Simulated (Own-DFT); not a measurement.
## Calculated data, GaN (wurtzite, strained, atoms displaced)

A calculation, not a measurement: plane-wave PBE density functional theory by an unreviewed code, no spin, of a simulated periodic cell, stress positive in tension, free energy of the whole cell less one offset for each atom, forces on such cells passed a denser k mesh, this cell's mesh not checked; offsets are fitted by least squares, one for each functional and potential file, so energies compare only between cells with the same atoms and settings and are not formation energies; the far tail of each file's local potential was reset to the Coulomb form; each entry is a single point on an unrelaxed cell, so the pressure reflects the starting lattice, mostly measured values (interpolated for alloys), from which strain is counted, and rises with the displacements; printed positions are rounded, which can move forces by about a meV/angstrom; the program, named Own-DFT, is a retired in-house code; no spin-orbit coupling. Program: Own-DFT development build.

Common to all runs: functional PBE; potential files PseudoDojo norm-conserving, scalar-relativistic, standard set with the stringent files for Ga; wave cutoff 96 hartree; occupations Gaussian; smearing width 0.01 eV; k mesh 3 x 4 x 3 centred on Gamma.

```json
{"entry": 1, "formula": "GaN", "kind": "wurtzite, strained, atoms displaced", "structure": {"cell_angstrom": [[12.756, 0.0, 0.0], [-4.7835, 8.2853, 0.0], [0.0, 0.0, 10.2922]], "atoms_fractional": [["Ga", 0.08126, 0.22319, 0.00423], ["Ga", 0.16755, 0.11252, 0.24441], ["N", 0.0856, 0.22811, 0.18358], ["N", 0.16341, 0.10746, 0.43473], ["Ga", 0.08001, 0.2232, 0.49376], ["Ga", 0.16487, 0.11902, 0.74597], ["N", 0.07997, 0.22396, 0.68603], ["N", 0.1693, 0.11024, 0.9448], ["Ga", 0.07466, 0.55528, 0.99701], ["Ga", 0.16901, 0.44118, 0.2586], ["N", 0.07903, 0.55433, 0.18899], ["N", 0.1692, 0.44367, 0.43524], ["Ga", 0.08302, 0.54796, 0.49911], ["Ga", 0.16242, 0.44406, 0.7448], ["N", 0.08344, 0.55489, 0.68347], ["N", 0.16816, 0.44497, 0.9311], ["Ga", 0.07901, 0.89048, 0.00309], ["Ga", 0.16599, 0.77437, 0.24601], ["N", 0.08413, 0.89499, 0.18467], ["N", 0.1616, 0.77455, 0.4298], ["Ga", 0.08553, 0.88426, 0.50606], ["Ga", 0.1772, 0.77619, 0.74689], ["N", 0.08534, 0.88732, 0.6893], ["N", 0.16304, 0.78242, 0.93745], ["Ga", 0.32929, 0.22314, 0.00321], ["Ga", 0.42435, 0.1255, 0.25288], ["N", 0.32738, 0.2263, 0.1997], ["N", 0.41634, 0.11298, 0.43515], ["Ga", 0.33582, 0.22107, 0.49392], ["Ga", 0.41902, 0.10464, 0.74769], ["N", 0.32167, 0.20942, 0.6911], ["N", 0.41658, 0.10923, 0.94191], ["Ga", 0.33565, 0.55445, 0.00041], ["Ga", 0.41493, 0.43589, 0.25183], ["N", 0.33382, 0.54923, 0.19221], ["N", 0.41253, 0.42985, 0.43764], ["Ga", 0.33867, 0.57026, 0.5012], ["Ga", 0.41954, 0.448, 0.74685], ["N", 0.33463, 0.56414, 0.69195], ["N", 0.4217, 0.44414, 0.94038], ["Ga", 0.34057, 0.90425, 0.00384], ["Ga", 0.41935, 0.78058, 0.25702], ["N", 0.33408, 0.88434, 0.19559], ["N", 0.41997, 0.79914, 0.42779], ["Ga", 0.3409, 0.89329, 0.51037], ["Ga", 0.42176, 0.78234, 0.74101], ["N", 0.3343, 0.8827, 0.69078], ["N", 0.41201, 0.77732, 0.93974], ["Ga", 0.58762, 0.23175, 0.99097], ["Ga", 0.67266, 0.1201, 0.25457], ["N", 0.59153, 0.22191, 0.19805], ["N", 0.65719, 0.10727, 0.44059], ["Ga", 0.58578, 0.21513, 0.49949], ["Ga", 0.66372, 0.11512, 0.74704], ["N", 0.58486, 0.22178, 0.69181], ["N", 0.66922, 0.11314, 0.93994], ["Ga", 0.58358, 0.55905, 0.00701], ["Ga", 0.66502, 0.44161, 0.24334], ["N", 0.58373, 0.5598, 0.19294], ["N", 0.65808, 0.44295, 0.44232], ["Ga", 0.58282, 0.55356, 0.50416], ["Ga", 0.6749, 0.45266, 0.75378], ["N", 0.58738, 0.55798, 0.69669], ["N", 0.66448, 0.4273, 0.93753], ["Ga", 0.58565, 0.89036, 0.0031], ["Ga", 0.66892, 0.77281, 0.23951], ["N", 0.57614, 0.88727, 0.19346], ["N", 0.67413, 0.76958, 0.43826], ["Ga", 0.58489, 0.89402, 0.49503], ["Ga", 0.6632, 0.77592, 0.75311], ["N", 0.58439, 0.89502, 0.68797], ["N", 0.66607, 0.77062, 0.93996], ["Ga", 0.83768, 0.22314, 0.99525], ["Ga", 0.91843, 0.11391, 0.25948], ["N", 0.83649, 0.21953, 0.20168], ["N", 0.91207, 0.10217, 0.43191], ["Ga", 0.83557, 0.22802, 0.50131], ["Ga", 0.91631, 0.11367, 0.74911], ["N", 0.82811, 0.23204, 0.69121], ["N", 0.91267, 0.11073, 0.93981], ["Ga", 0.83305, 0.5578, 0.00331], ["Ga", 0.91489, 0.44129, 0.24477], ["N", 0.83239, 0.56248, 0.18045], ["N", 0.9197, 0.45191, 0.44145], ["Ga", 0.83571, 0.55872, 0.49105], ["Ga", 0.91247, 0.44415, 0.75636], ["N", 0.83623, 0.54894, 0.69147], ["N", 0.9264, 0.45442, 0.93719], ["Ga", 0.83248, 0.88119, 0.00171], ["Ga", 0.91169, 0.77204, 0.24932], ["N", 0.84035, 0.90207, 0.19091], ["N", 0.91454, 0.77453, 0.43273], ["Ga", 0.82943, 0.8829, 0.50496], ["Ga", 0.91096, 0.78095, 0.74822], ["N", 0.83957, 0.89008, 0.69168], ["N", 0.90993, 0.7814, 0.93462]]}, "results": {"free_energy_of_cell_above_offsets [eV]": "-2.676", "pressure [GPa]": 9.1, "stress_xx [GPa]": -7.43, "stress_yy [GPa]": -8.95, "stress_zz [GPa]": -10.92, "stress_yz [GPa]": 0.3, "stress_xz [GPa]": 0.31, "stress_xy [GPa]": 0.08, "force_element": ["Ga", "Ga", "N", "N", "Ga", "Ga", "N", "N", "Ga", "Ga", "N", "N", "Ga", "Ga", "N", "N", "Ga", "Ga", "N", "N", "Ga", "Ga", "N", "N", "Ga", "Ga", "N", "N", "Ga", "Ga", "N", "N", "Ga", "Ga", "N", "N", "Ga", "Ga", "N", "N", "Ga", "Ga", "N", "N", "Ga", "Ga", "N", "N", "Ga", "Ga", "N", "N", "Ga", "Ga", "N", "N", "Ga", "Ga", "N", "N", "Ga", "Ga", "N", "N", "Ga", "Ga", "N", "N", "Ga", "Ga", "N", "N", "Ga", "Ga", "N", "N", "Ga", "Ga", "N", "N", "Ga", "Ga", "N", "N", "Ga", "Ga", "N", "N", "Ga", "Ga", "N", "N", "Ga", "Ga", "N", "N"], "force_x [eV/angstrom]": [0.368, -1.556, -0.395, -0.076, 1.097, -0.236, -0.196, -1.585, 4.247, -0.48, 0.75, 0.015, -0.305, 0.542, -0.387, -0.411, 0.491, -0.279, -0.196, 1.359, -0.608, -3.065, -0.384, 0.919, 0.98, -0.325, 2.653, 0.853, -1.463, -1.455, 2.539, -0.073, -0.879, -0.538, -0.144, -0.39, 0.46, -0.45, 0.602, -0.486, -0.515, -0.907, -0.515, 1.379, -2.49, 0.072, 0.64, 1.134, 0.052, 0.49, -1.837, 3.081, -2.637, 1.047, -1.251, 0.063, 0.328, 0.007, 0.326, 2.243, -0.652, -0.395, -0.256, -0.286, -1.025, -0.588, 2.468, -2.697, 1.207, 0.418, 0.984, -0.398, -1.003, 0.957, -0.831, -0.462, -0.325, -0.569, 1.595, 1.117, 0.207, 0.041, 0.277, -0.112, -1.008, 1.586, -1.597, -3.454, -1.272, 0.728, -0.378, 0.11, 1.3, 3.318, -2.938, 1.707], "force_y [eV/angstrom]": [0.366, -0.9, -0.51, 0.198, -0.982, -1.816, 0.016, 0.352, 2.079, 0.701, -0.449, 0.393, 1.62, 0.219, -0.042, -0.096, -0.28, 0.744, -1.188, -0.146, 0.384, -0.534, 0.003, -0.177, 0.102, -1.986, -0.865, -0.443, -1.538, 1.066, 1.903, 2.044, 0.245, 2.045, 0.811, 3.354, -1.159, -1.192, -1.015, -0.058, -3.05, -1.193, 1.501, -1.997, 0.314, -0.493, 1.312, 0.498, -4.75, -1.935, 0.745, 0.446, 2.032, -0.495, 0.688, -0.122, -1.257, 0.681, -1.784, -0.648, -0.131, -0.981, -0.26, 5.434, -0.231, 2.253, 0.858, 0.497, -1.392, 0.888, -0.386, 0.945, 0.356, 0.16, 0.54, 0.849, -0.365, 0.214, -1.455, -0.631, -0.026, 0.825, -1.373, -1.454, -0.545, 0.743, 1.768, -2.264, 1.857, 1.948, -1.767, 0.616, 0.426, -1.335, 0.861, -1.208], "force_z [eV/angstrom]": [-1.618, 1.173, 1.827, 0.452, 0.453, 1.175, -0.548, -1.091, 1.134, -2.855, -0.356, 1.937, -0.535, 0.68, 0.608, 0.98, -1.286, -0.204, 0.875, 1.92, -1.344, 1.286, 0.716, 0.083, -0.024, -0.782, -2.142, 1.53, 1.398, 0.761, -0.843, -0.68, 0.015, 0.312, 0.033, 0.773, -0.575, 0.547, -1.123, -0.245, 0.829, -3.453, -0.969, 4.066, -2.586, 2.662, -0.347, -0.57, 2.323, -0.326, -2.012, -0.372, 0.687, 1.127, -0.666, -0.125, -0.938, 1.501, -0.695, -0.87, -0.097, -0.766, -0.853, -0.191, -0.097, 1.752, -0.495, -0.448, 0.185, -0.281, -0.595, 0.272, 1.181, -2.88, -1.952, 3.703, -0.212, 0.307, -0.555, -0.484, -2.226, 0.864, 1.731, -1.148, 1.33, -1.035, -1.013, 0.29, 0.497, -0.115, -0.717, 1.158, -0.631, 0.263, -0.697, 0.273]}}
{"entry": 2, "formula": "GaN", "kind": "wurtzite, strained, atoms displaced", "structure": {"cell_angstrom": [[12.756, 0.0, 0.0], [-4.7835, 8.2853, 0.0], [0.0, 0.0, 10.2922]], "atoms_fractional": [["Ga", 0.08113, 0.21391, 0.99069], ["Ga", 0.16586, 0.10898, 0.2482], ["N", 0.08492, 0.22443, 0.19125], ["N", 0.16324, 0.1014, 0.43907], ["Ga", 0.07666, 0.21312, 0.49471], ["Ga", 0.1694, 0.11283, 0.75478], ["N", 0.08472, 0.21643, 0.68731], ["N", 0.16543, 0.10976, 0.94181], ["Ga", 0.07328, 0.55448, 0.00486], ["Ga", 0.16635, 0.4416, 0.24791], ["N", 0.08884, 0.56787, 0.18888], ["N", 0.17002, 0.45042, 0.43509], ["Ga", 0.08717, 0.55613, 0.50064], ["Ga", 0.16809, 0.4354, 0.75043], ["N", 0.08402, 0.55392, 0.67785], ["N", 0.16628, 0.45108, 0.93613], ["Ga", 0.08148, 0.87718, 0.99999], ["Ga", 0.16244, 0.77115, 0.25483], ["N", 0.07944, 0.87844, 0.18618], ["N", 0.16147, 0.77321, 0.44157], ["Ga", 0.07875, 0.89129, 0.50266], ["Ga", 0.16267, 0.76814, 0.74654], ["N", 0.08124, 0.89416, 0.68324], ["N", 0.16797, 0.77478, 0.94252], ["Ga", 0.32979, 0.21987, 0.99021], ["Ga", 0.42042, 0.11505, 0.24204], ["N", 0.32709, 0.21547, 0.18272], ["N", 0.42415, 0.11314, 0.43546], ["Ga", 0.33144, 0.22854, 0.49902], ["Ga", 0.42289, 0.1202, 0.75357], ["N", 0.33953, 0.23253, 0.68486], ["N", 0.41222, 0.10683, 0.938], ["Ga", 0.33366, 0.56942, 0.99804], ["Ga", 0.41906, 0.44009, 0.2513], ["N", 0.3287, 0.55092, 0.188], ["N", 0.42287, 0.44369, 0.43681], ["Ga", 0.33826, 0.56536, 0.50344], ["Ga", 0.41228, 0.44591, 0.7561], ["N", 0.34304, 0.56849, 0.68889], ["N", 0.41352, 0.44779, 0.9429], ["Ga", 0.33162, 0.88261, 0.00566], ["Ga", 0.41926, 0.78121, 0.24723], ["N", 0.33382, 0.88713, 0.1873], ["N", 0.42185, 0.78609, 0.43922], ["Ga", 0.33379, 0.89269, 0.49664], ["Ga", 0.41537, 0.77759, 0.75337], ["N", 0.33778, 0.89229, 0.68764], ["N", 0.41592, 0.77294, 0.94457], ["Ga", 0.58106, 0.23047, 0.00385], ["Ga", 0.66535, 0.10968, 0.25375], ["N", 0.5907, 0.22568, 0.18977], ["N", 0.66882, 0.11204, 0.43629], ["Ga", 0.58908, 0.23105, 0.50765], ["Ga", 0.67024, 0.11359, 0.74779], ["N", 0.58583, 0.22225, 0.68951], ["N", 0.66539, 0.11957, 0.94103], ["Ga", 0.59, 0.56995, 0.00222], ["Ga", 0.66222, 0.44515, 0.24818], ["N", 0.5783, 0.54179, 0.18589], ["N", 0.66505, 0.43634, 0.43955], ["Ga", 0.58776, 0.56085, 0.49798], ["Ga", 0.6655, 0.44143, 0.74926], ["N", 0.58679, 0.55662, 0.68441], ["N", 0.66291, 0.43792, 0.93588], ["Ga", 0.587, 0.8969, 0.00301], ["Ga", 0.66328, 0.78338, 0.25163], ["N", 0.57973, 0.88476, 0.18852], ["N", 0.66967, 0.78597, 0.44238], ["Ga", 0.57859, 0.89088, 0.50128], ["Ga", 0.67087, 0.7882, 0.7449], ["N", 0.5811, 0.87782, 0.69011], ["N", 0.66635, 0.77524, 0.9416], ["Ga", 0.83585, 0.23376, 0.9997], ["Ga", 0.92093, 0.12234, 0.24517], ["N", 0.82824, 0.22961, 0.19072], ["N", 0.91621, 0.1184, 0.4363], ["Ga", 0.83234, 0.22152, 0.49189], ["Ga", 0.91122, 0.10402, 0.74873], ["N", 0.83545, 0.21959, 0.6877], ["N", 0.92072, 0.11383, 0.95257], ["Ga", 0.82932, 0.55072, 0.00693], ["Ga", 0.92016, 0.44788, 0.24819], ["N", 0.83384, 0.55254, 0.18443], ["N", 0.91496, 0.44173, 0.43356], ["Ga", 0.83394, 0.55183, 0.49703], ["Ga", 0.91424, 0.44297, 0.75384], ["N", 0.83022, 0.55449, 0.68788], ["N", 0.91668, 0.4433, 0.93636], ["Ga", 0.83367, 0.88425, 0.99995], ["Ga", 0.93084, 0.79525, 0.252], ["N", 0.83707, 0.8898, 0.19199], ["N", 0.91572, 0.7849, 0.44129], ["Ga", 0.82919, 0.88226, 0.50347], ["Ga", 0.91128, 0.77436, 0.74988], ["N", 0.82828, 0.88367, 0.70369], ["N", 0.92055, 0.78642, 0.94114]]}, "results": {"free_energy_of_cell_above_offsets [eV]": "-5.408", "pressure [GPa]": 8.26, "stress_xx [GPa]": -7.49, "stress_yy [GPa]": -7.24, "stress_zz [GPa]": -10.06, "stress_yz [GPa]": 0.55, "stress_xz [GPa]": -0.24, "stress_xy [GPa]": -0.43, "force_element": ["Ga", "Ga", "N", "N", "Ga", "Ga", "N", "N", "Ga", "Ga", "N", "N", "Ga", "Ga", "N", "N", "Ga", "Ga", "N", "N", "Ga", "Ga", "N", "N", "Ga", "Ga", "N", "N", "Ga", "Ga", "N", "N", "Ga", "Ga", "N", "N", "Ga", "Ga", "N", "N", "Ga", "Ga", "N", "N", "Ga", "Ga", "N", "N", "Ga", "Ga", "N", "N", "Ga", "Ga", "N", "N", "Ga", "Ga", "N", "N", "Ga", "Ga", "N", "N", "Ga", "Ga", "N", "N", "Ga", "Ga", "N", "N", "Ga", "Ga", "N", "N", "Ga", "Ga", "N", "N", "Ga", "Ga", "N", "N", "Ga", "Ga", "N", "N", "Ga", "Ga", "N", "N", "Ga", "Ga", "N", "N"], "force_x [eV/angstrom]": [0.502, 0.105, 0.119, -0.116, 0.911, 0.378, -0.788, 0.301, 2.164, -0.01, -0.109, 0.573, -0.703, -0.667, -0.16, -0.241, 0.008, 0.702, 1.797, 0.179, 1.056, 0.207, 0.433, -0.416, 0.346, -0.316, 0.826, -1.106, 1.146, -0.572, -0.419, 0.5, 0.259, -1.668, 1.086, -1.169, 0.174, 1.509, -1.048, 0.57, -0.089, -0.94, -0.422, -0.885, -0.232, 0.014, -0.779, 0.253, 0.201, -0.032, -1.176, -0.648, -0.398, -0.302, 0.25, 0.673, -0.581, 2.03, -0.394, -0.017, 0.116, -0.525, -0.512, -0.102, -0.015, 1.852, 0.489, -0.738, 1.213, -1.004, -1.169, -0.249, 0.016, -0.727, 1.456, 0.414, -0.074, 1.036, -0.475, -2.12, -0.257, -0.509, -0.522, 0.477, -0.249, 0.559, 0.783, -0.931, -0.56, -2.79, -1.011, 0.417, -0.032, 1.287, 1.424, 0.163], "force_y [eV/angstrom]": [2.212, -0.235, -0.437, 1.607, 1.368, -0.507, 0.018, -1.076, 0.312, 0.782, -2.714, -0.884, -0.615, 1.167, -0.812, -0.798, 1.198, 1.983, 1.843, 0.999, -0.925, 1.347, -0.834, -0.274, 0.834, -0.318, 0.476, 0.342, -1.038, -1.092, -0.962, 0.154, -3.459, -0.373, 0.851, 0.821, -0.761, 0.852, -1.863, 0.146, 0.577, -1.373, 0.25, -0.952, 0.243, 1.072, 0.072, 3.056, -1.339, 0.142, -0.407, -0.244, -1.852, -0.819, -0.132, -0.53, -2.797, -0.19, 2.205, 2.148, -0.549, 0.702, 0.179, 1.808, -0.265, -0.757, 1.034, -0.721, 0.604, -3.046, 2.083, 2.098, -2.059, -0.994, -0.638, -1.568, 0.465, 1.173, 0.389, -0.757, 0.649, 0.294, 0.929, 0.666, 0.431, 0.264, -0.128, 0.889, 0.88, -2.415, 0.209, -1.2, 1.554, 0.103, 1.142, -1.912], "force_z [eV/angstrom]": [1.622, -0.023, -0.943, -0.662, 0.403, -0.944, -0.019, -0.581, -0.642, 0.075, -0.221, 0.709, -1.472, -0.562, 2.686, 0.437, -0.202, 0.278, -0.093, -0.15, -0.342, 0.12, 1.975, -1.144, 1.327, 0.903, 0.264, 0.103, -0.386, -0.897, 0.963, 0.534, 1.255, -0.841, 0.195, 0.21, -1.047, -0.535, -0.01, -0.203, -1.079, 0.595, 1.045, -0.707, 0.276, 0.332, 0.319, -1.167, -0.211, -0.589, -0.285, 1.132, -1.327, 0.561, 0.492, -0.427, -0.55, 0.775, 0.348, -0.681, 0.352, -0.046, 0.926, 0.346, -0.875, 0.059, 0.037, -0.597, 0.378, 1.479, -0.14, -0.737, 0.652, -0.035, -0.571, 0.036, 0.914, 1.069, -0.235, -1.909, -1.78, 0.165, 1.91, 0.691, -0.08, -1.688, -0.007, 0.233, 0.844, 0.439, -0.123, -0.24, 0.072, 0.482, -2.303, -0.708]}}
{"entry": 3, "formula": "GaN", "kind": "wurtzite, strained, atoms displaced", "structure": {"cell_angstrom": [[12.756, 0.0, 0.0], [-4.7835, 8.2853, 0.0], [0.0, 0.0, 10.2922]], "atoms_fractional": [["Ga", 0.07721, 0.21854, 0.99775], ["Ga", 0.15793, 0.09939, 0.24038], ["N", 0.08618, 0.21582, 0.19228], ["N", 0.17167, 0.12135, 0.43333], ["Ga", 0.07723, 0.2228, 0.49951], ["Ga", 0.16563, 0.11586, 0.74907], ["N", 0.09181, 0.23254, 0.68943], ["N", 0.16438, 0.11081, 0.94028], ["Ga", 0.08426, 0.54985, 0.99751], ["Ga", 0.16585, 0.44373, 0.24906], ["N", 0.07531, 0.54797, 0.1783], ["N", 0.16162, 0.44958, 0.44104], ["Ga", 0.08576, 0.54583, 0.50333], ["Ga", 0.16476, 0.45001, 0.75892], ["N", 0.09055, 0.5592, 0.68469], ["N", 0.16784, 0.44328, 0.94107], ["Ga", 0.08029, 0.89003, 0.00745], ["Ga", 0.17021, 0.77967, 0.251], ["N", 0.08776, 0.89326, 0.18829], ["N", 0.16357, 0.78321, 0.43858], ["Ga", 0.0896, 0.89553, 0.50875], ["Ga", 0.1576, 0.76929, 0.75274], ["N", 0.08317, 0.88227, 0.68646], ["N", 0.17049, 0.77583, 0.93652], ["Ga", 0.32956, 0.21163, 0.0042], ["Ga", 0.42511, 0.11567, 0.24419], ["N", 0.32864, 0.22221, 0.18861], ["N", 0.41942, 0.10753, 0.44036], ["Ga", 0.32741, 0.2123, 0.50218], ["Ga", 0.4168, 0.11745, 0.75029], ["N", 0.3336, 0.21842, 0.69779], ["N", 0.42077, 0.11436, 0.9324], ["Ga", 0.32985, 0.56191, 0.0027], ["Ga", 0.42154, 0.45391, 0.25003], ["N", 0.33024, 0.55668, 0.18131], ["N", 0.41237, 0.43606, 0.44258], ["Ga", 0.33681, 0.56611, 0.51], ["Ga", 0.4077, 0.43746, 0.74916], ["N", 0.33188, 0.54702, 0.68144], ["N", 0.41286, 0.44276, 0.93115], ["Ga", 0.33323, 0.89174, 0.99644], ["Ga", 0.41854, 0.77182, 0.25036], ["N", 0.33398, 0.89611, 0.1872], ["N", 0.40899, 0.77837, 0.44248], ["Ga", 0.32908, 0.88639, 0.49274], ["Ga", 0.4123, 0.77093, 0.74617], ["N", 0.33356, 0.88772, 0.6949], ["N", 0.41022, 0.77651, 0.93884], ["Ga", 0.58356, 0.22319, 0.99348], ["Ga", 0.66737, 0.10548, 0.24781], ["N", 0.57787, 0.23041, 0.19494], ["N", 0.66963, 0.10426, 0.43855], ["Ga", 0.57449, 0.21548, 0.49983], ["Ga", 0.67353, 0.11447, 0.75503], ["N", 0.57672, 0.22641, 0.68872], ["N", 0.66791, 0.11427, 0.94555], ["Ga", 0.58806, 0.55613, 0.00541], ["Ga", 0.66696, 0.44393, 0.25063], ["N", 0.5794, 0.55195, 0.1865], ["N", 0.6674, 0.44303, 0.4348], ["Ga", 0.5838, 0.55048, 0.4982], ["Ga", 0.67126, 0.45124, 0.74707], ["N", 0.58706, 0.55708, 0.69616], ["N", 0.66732, 0.44306, 0.93648], ["Ga", 0.58265, 0.89496, 0.99889], ["Ga", 0.66357, 0.76945, 0.25928], ["N", 0.58673, 0.88429, 0.19078], ["N", 0.66056, 0.7813, 0.43801], ["Ga", 0.58819, 0.89434, 0.49486], ["Ga", 0.66379, 0.77868, 0.75216], ["N", 0.58417, 0.88582, 0.68371], ["N", 0.65984, 0.77056, 0.93831], ["Ga", 0.83392, 0.20906, 0.99233], ["Ga", 0.91682, 0.1159, 0.2485], ["N", 0.82618, 0.22377, 0.19346], ["N", 0.91366, 0.1082, 0.45045], ["Ga", 0.83199, 0.21393, 0.50363], ["Ga", 0.9157, 0.11265, 0.74954], ["N", 0.83808, 0.22726, 0.68739], ["N", 0.91971, 0.11792, 0.9403], ["Ga", 0.82663, 0.55506, 0.00231], ["Ga", 0.91856, 0.43705, 0.24988], ["N", 0.83657, 0.56413, 0.18005], ["N", 0.92211, 0.45272, 0.43871], ["Ga", 0.83348, 0.5587, 0.50574], ["Ga", 0.92116, 0.44574, 0.75216], ["N", 0.83283, 0.56282, 0.67798], ["N", 0.92073, 0.44878, 0.93494], ["Ga", 0.83504, 0.88762, 0.00435], ["Ga", 0.91095, 0.76919, 0.25218], ["N", 0.84344, 0.89221, 0.18381], ["N", 0.91869, 0.77635, 0.42903], ["Ga", 0.83164, 0.89473, 0.5058], ["Ga", 0.92046, 0.78393, 0.7552], ["N", 0.84188, 0.89661, 0.68165], ["N", 0.91061, 0.76894, 0.93685]]}, "results": {"free_energy_of_cell_above_offsets [eV]": "-3.047", "pressure [GPa]": 9.13, "stress_xx [GPa]": -7.41, "stress_yy [GPa]": -7.21, "stress_zz [GPa]": -12.78, "stress_yz [GPa]": -0.36, "stress_xz [GPa]": 0.01, "stress_xy [GPa]": 0.37, "force_element": ["Ga", "Ga", "N", "N", "Ga", "Ga", "N", "N", "Ga", "Ga", "N", "N", "Ga", "Ga", "N", "N", "Ga", "Ga", "N", "N", "Ga", "Ga", "N", "N", "Ga", "Ga", "N", "N", "Ga", "Ga", "N", "N", "Ga", "Ga", "N", "N", "Ga", "Ga", "N", "N", "Ga", "Ga", "N", "N", "Ga", "Ga", "N", "N", "Ga", "Ga", "N", "N", "Ga", "Ga", "N", "N", "Ga", "Ga", "N", "N", "Ga", "Ga", "N", "N", "Ga", "Ga", "N", "N", "Ga", "Ga", "N", "N", "Ga", "Ga", "N", "N", "Ga", "Ga", "N", "N", "Ga", "Ga", "N", "N", "Ga", "Ga", "N", "N", "Ga", "Ga", "N", "N", "Ga", "Ga", "N", "N"], "force_x [eV/angstrom]": [2.087, 1.846, -2.487, -1.392, 1.917, 0.759, -1.465, -0.412, -0.78, -0.161, 1.409, 3.16, -2.983, 1.318, -1.128, -0.349, 0.739, -0.701, -0.385, 0.85, -1.257, 1.757, -0.81, -1.55, -0.025, -3.428, 0.857, -1.712, 0.833, 0.635, -1.403, -0.377, 1.767, -1.429, 0.394, 0.047, 0.017, 1.669, -1.005, 0.182, -0.084, -1.156, 1.112, 2.086, -0.569, 0.178, -0.714, 1.313, -0.588, -1.628, 3.545, -1.148, 2.065, -1.727, 2.392, 0.385, -1.6, 0.495, 1.047, 0.066, -0.694, -0.225, -1.096, -0.212, -0.009, 0.904, -0.67, 2.046, -2.035, 0.824, -0.43, 0.693, -2.115, 0.271, 1.886, 0.267, -1.031, 1.256, -0.482, 0.505, 1.554, -1.367, -0.092, -0.406, 0.561, -0.75, 1.104, -0.753, -0.778, 1.194, -1.806, -0.783, 0.985, -0.279, -0.821, 0.312], "force_y [eV/angstrom]": [0.916, 1.887, 1.381, -1.309, 0.54, -0.857, -0.621, -0.557, 1.054, -0.078, 0.784, -1.477, 2.487, -0.394, -0.818, -0.547, -0.799, -0.415, -2.671, -1.069, -0.042, 1.436, 1.18, -0.096, 1.676, -0.986, 0.255, -0.191, 0.844, -1.79, 0.019, -0.396, -0.936, -2.155, -0.1, 1.309, -1.563, 0.702, 0.719, 0.123, 0.285, 0.884, -0.899, -0.091, 0.491, 0.678, -0.011, 0.626, 0.488, 0.272, -0.317, 1.664, 0.957, -0.396, 0.058, -0.263, -0.892, 0.849, 0.83, -0.114, 0.145, -0.625, 0.057, 0.006, -1.857, 0.756, 0.138, -1.254, -0.919, -0.449, 0.907, 1.736, 2.923, -0.604, -0.682, 0.415, 1.991, 0.241, -0.28, -2.321, -0.641, 1.545, -1.991, -1.424, 0.037, 0.877, -0.215, -1.058, -0.448, 1.225, 0.114, 0.737, -1.94, -0.63, -0.474, 1.413], "force_z [eV/angstrom]": [0.991, 2.085, -0.912, 0.607, 0.039, 0.509, 0.12, -0.306, -0.319, 0.242, 1.691, -1.51, -0.426, -1.248, 1.067, 0.111, -1.545, -0.266, 0.055, -0.122, -2.613, -0.218, 1.582, 0.794, -0.751, 1.435, 0.436, -0.954, -0.009, -0.294, -1.792, 1.534, -1.505, 0.383, 2.099, -0.351, -3.245, 0.12, 3.08, 2.104, 0.12, 0.069, -0.05, -1.118, 1.796, 0.275, -1.1, -0.378, 1.189, 0.733, -2.141, -0.345, 0.379, -1.207, 0.05, -0.915, -1.918, -0.215, 0.95, 0.715, 1.048, 0.111, -1.473, 0.062, 0.223, -2.006, -0.441, 0.755, 1.14, -0.457, 0.825, 0.543, 1.82, 0.665, -1.633, -2.235, -0.906, -0.387, 0.945, -1.169, -1.148, 0.49, 1.687, 0.239, -3.315, -1.033, 3.681, 0.594, -1.325, -0.745, 1.511, 2.691, -2.17, -1.356, 2.714, 0.469]}}
```
